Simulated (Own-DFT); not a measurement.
# Same atoms, different arrangement: C34N2Si36, 72 atoms

Calculated results; nothing here was measured. They come from Own-DFT, an in-house plane-wave density functional program, since retired, whose code no person has reviewed. Each row is one single-point run on a periodic cell that was not relaxed, without spin or spin-orbit coupling.

Settings of every run: PBE; PseudoDojo norm-conserving scalar-relativistic files; cutoff 42 hartree; 4 x 4 x 3 k mesh centred on Gamma; Fermi-Dirac smearing of 0.1 eV.

Known limits: not probed for a lower state with spin; forces on such cells passed a denser k mesh, each cell not checked; stress not checked against mesh or cutoff.

All cells hold the same atoms in the same cell, with vectors in Å (9.248, 0.000, 0.000); (-4.624, 8.009, 0.000); (0.000, 0.000, 10.068). Every atom was moved at random from its ideal site; u is the rms move along one axis. The defect's site can differ from row to row. E is the free energy of the cell above the lowest run. The arrangements:

- A: 4H SiC, with two N on a C site each, 3.1 Å apart
- B: 2H SiC, with two N on a C site each, 3.1 Å apart

| arrangement | u (Å) | E (eV) | P (GPa) |
|---|---|---|---|
| A | 0.0286 | 0.000 | 2.61 |
| A | 0.0294 | 0.751 | 2.78 |
| A | 0.0332 | 0.641 | 2.81 |
| A | 0.0484 | 4.175 | 4.15 |
| A | 0.0493 | 4.419 | 4.11 |
| A | 0.0520 | 4.195 | 4.01 |
| B | 0.0296 | 1.628 | 2.99 |
| B | 0.0306 | 1.385 | 2.97 |
| B | 0.0311 | 1.801 | 3.15 |
| B | 0.0457 | 4.464 | 4.24 |
| B | 0.0477 | 4.966 | 4.14 |
| B | 0.0518 | 5.844 | 4.73 |

Question: once the cost of the random moves is taken out, how do the arrangements rank?

## Worked answer

Fit E = a + b u², with one b for all and one a for each arrangement, and with residuals divided by u², since the noise grows with the moves. Then b = 2411 eV/Å², the scatter at u = 0.04 Å is 0.39 eV, and against A:

- B: 1.12 ± 0.17 eV (higher)

These are energies of unrelaxed cells. Relaxing the atoms lowers the strained arrangements most, so the gaps would shrink and small ones could change sign.
